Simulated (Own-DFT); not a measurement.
# What a defect does to the pressure of its cell: D0_22 TiAl3

No measurement is shown. These are fixed-geometry runs of a retired plane-wave code named Own-DFT, which no person has reviewed; spin and spin-orbit coupling are neglected.

All runs used: PBE; PseudoDojo norm-conserving scalar-relativistic files; cutoff 42 hartree; 4 x 4 x 4 k mesh centred on Gamma; cold (Marzari-Vanderbilt) smearing of 0.2 eV.

Caveats: forces on such cells failed a check on a denser k mesh; stress not checked against mesh or cutoff.

All runs share one cell, with vectors in Å (-2.365, -6.981, 4.326); (-7.667, 3.491, 1.442); (-2.950, -3.488, -7.241) and a volume of 625.4 Å³. Atoms were moved at random from their sites; u is the rms move along one axis. The defect's site can differ from row to row.

| cell | formula | u (Å) | P (GPa) |
|---|---|---|---|
| no defect | Al30Ti10 | 0.0183 | 1.94 |
| no defect | Al30Ti10 | 0.0473 | 2.57 |
| no defect | Al30Ti10 | 0.0554 | 2.76 |
| two Al vacancies | Al28Ti10 | 0.0291 | 1.28 |
| two Al vacancies | Al28Ti10 | 0.0311 | 1.16 |
| two Al vacancies | Al28Ti10 | 0.0524 | 1.61 |
| two Al vacancies | Al28Ti10 | 0.0534 | ? |
| two Ti on an Al site each | Al28Ti12 | 0.0277 | 3.34 |
| two Ti on an Al site each | Al28Ti12 | 0.0503 | 3.85 |
| two Ti on an Al site each | Al28Ti12 | 0.0523 | 3.77 |
| one Ti vacancy | Al30Ti9 | 0.0233 | 1.78 |
| one Ti vacancy | Al30Ti9 | 0.0290 | 1.84 |
| one Ti vacancy | Al30Ti9 | 0.0507 | 2.40 |
| two Al on a Ti site each | Al32Ti8 | 0.0281 | 2.85 |
| two Al on a Ti site each | Al32Ti8 | 0.0464 | 3.26 |
| two Al on a Ti site each | Al32Ti8 | 0.0523 | 3.50 |

## What the rows give

P = P0 + c u² + a shift for each defect gives P0 = 1.89 GPa, c = 283 ± 20 GPa/Å² and a scatter of 0.07 GPa. The shifts, and each times the cell's volume:

- two Ti on an Al site each: 1.19 ± 0.06 GPa, 4.6 eV (2.3 eV for each of its 2 sites)
- two Al on a Ti site each: 0.77 ± 0.06 GPa, 3.0 eV (1.5 eV for each of its 2 sites)
- one Ti vacancy: -0.26 ± 0.06 GPa, -1.0 eV
- two Al vacancies: -0.98 ± 0.06 GPa, -3.8 eV (-1.9 eV for each of its 2 sites)

Positive is outwards. The product with the volume (160.2 GPa Å³ to the eV) is nearly free of the cell's size; divided by the bulk modulus at the cell's pressure it gives the volume that the defect adds. The atoms around the defects weren't relaxed, which would change these numbers.

## Withheld run

Question: what pressure belongs in the blank (two Al vacancies, u = 0.0534 Å)?

From the fit: 1.73 ± 0.09 GPa. The run itself gave 1.80 GPa.
